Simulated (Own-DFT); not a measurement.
# Response to strain: zincblende InP, 96 atoms (In48P48)

No measurement is shown. These are fixed-geometry runs of a retired plane-wave code named Own-DFT, which no person has reviewed; spin and spin-orbit coupling are neglected.

Settings: PBE; PseudoDojo norm-conserving scalar-relativistic files; cutoff 36 hartree; 2 x 3 x 3 k mesh centred on Gamma; Fermi-Dirac smearing of 0.1 eV.

Keep in mind: forces not confirmed at this smearing and k mesh; stress not checked against mesh or cutoff.

Unstrained cell vectors in Å: (17.606, 0.000, 0.000); (0.000, 11.737, 0.000); (0.000, 0.000, 11.737). The unstrained cell has measured lattice constants (interpolated for alloys), not those of this functional. That, the random moves and any unrelaxed bonds set the pressure at no strain. A uniform strain is put on this cell, atoms riding along. Each atom got a random Gaussian move of width 0.05 Å along each axis. Strain is the symmetric tensor, in per cent. Stress is positive in tension, and the pressure is minus a third of its trace.

```
run,e_xx (%),e_yy (%),e_zz (%),e_yz (%),e_xz (%),e_xy (%),s_xx (GPa),s_yy (GPa),s_zz (GPa),s_yz (GPa),s_xz (GPa),s_xy (GPa),P (GPa),E (meV/atom)
1,-1.15,0.64,-1.18,0.98,0.96,-0.03,-5.09,-4.44,-5.15,1.69,1.28,-0.28,4.90,10.2
2,0.86,-1.52,-0.54,1.06,1.75,0.74,-4.11,-5.03,-4.67,1.36,2.28,1.01,4.61,11.7
3,-0.43,0.83,-1.69,1.12,-0.34,0.53,-4.58,-4.13,-5.06,1.48,-0.60,0.47,4.59,6.0
4,1.40,1.73,-1.03,-1.55,1.84,0.02,-2.07,-1.86,-2.96,-1.63,2.66,-0.31,2.30,0.0
5,1.45,0.74,1.90,1.69,1.90,-1.40,-1.24,-1.35,-1.06,1.97,2.83,-1.87,1.22,7.1
6,1.28,-1.81,-1.10,-1.49,-0.98,0.86,-4.25,-5.49,-5.15,-2.11,-0.38,0.63,4.96,21.1
7,1.23,-0.94,0.95,1.93,-0.04,1.65,-2.57,-3.44,-2.68,2.55,-0.29,2.14,2.90,2.1
8,0.20,0.65,-1.10,-1.44,-1.38,0.77,-3.88,-3.70,-4.37,-1.46,-2.20,1.29,3.98,10.2
9,-0.23,-0.22,-0.83,-1.09,-0.78,0.20,-4.58,-4.72,-4.90,-1.51,-1.56,-0.34,4.74,15.4
10,1.44,-0.66,-1.01,1.62,-1.17,-0.97,-3.33,-4.17,-4.36,2.64,-1.69,-0.83,3.96,11.4
11,-1.74,1.72,0.12,-1.54,1.98,-1.39,-4.39,-3.05,-3.77,-1.52,3.00,-1.33,3.74,13.1
12,1.38,-0.85,-0.10,-1.63,-1.38,1.71,-3.28,-4.03,-3.71,-1.79,-1.41,2.72,3.67,22.1
13,-0.03,1.76,-0.68,1.24,1.25,-1.40,-3.22,-2.47,-3.43,2.09,2.04,-1.95,3.04,3.0
14,-1.66,-1.93,0.77,0.47,-0.38,-1.74,-6.35,-6.55,-5.38,0.48,-0.76,-2.97,6.10,33.3
15,-0.86,-1.72,1.52,0.63,-1.72,-1.33,-4.88,-5.07,-3.92,0.75,-2.50,-2.16,4.62,18.9
16,1.86,-0.21,-0.68,-1.34,1.98,-1.76,?,?,?,?,?,?,?,?
```

E is the free energy per atom, counted from the lowest run shown.

## Working it out

Least squares on the runs shown: each stress against a constant and the strains, taken as fractions with shears doubled. Shear strains stay in the fit of a normal stress only where such slopes are resolved. The slopes, in GPa:

| stress | at no strain | per e_xx | per e_yy | per e_zz | scatter |
|---|---|---|---|---|---|
| s_xx | -3.9 | 94 ± 3 | 58 ± 2 | 48 ± 3 | 0.11 |
| s_yy | -3.8 | 59 ± 3 | 99 ± 2 | 53 ± 3 | 0.11 |
| s_zz | -3.9 | 57 ± 2 | 57 ± 2 | 87 ± 2 | 0.09 |

The slope of each shear stress on twice its own strain, from a fit on all six strains: yz 65 ± 3, xz 72 ± 5, xy 68 ± 7 GPa. These are stiffnesses along x, y and z of the frame in which the cell vectors are given, which need not be the crystal's axes. No internal relaxation is included, and where it is allowed it would reduce some of the slopes. Slopes across the diagonal should nearly agree, so their difference gauges the noise. A ninth of the table's sum, 68 ± 2 GPa, estimates the bulk modulus near the mean pressure of these runs, 4.0 GPa, so it lies above the value at zero pressure.

## Test on the hidden row

Q: what normal stresses and pressure should run 16 give?

The fit gives s_xx = -2.6, s_yy = -3.3, s_zz = -3.5 and P = 3.1 GPa. DFT gave -2.54, -3.26, -3.48 and P = 3.09 GPa.
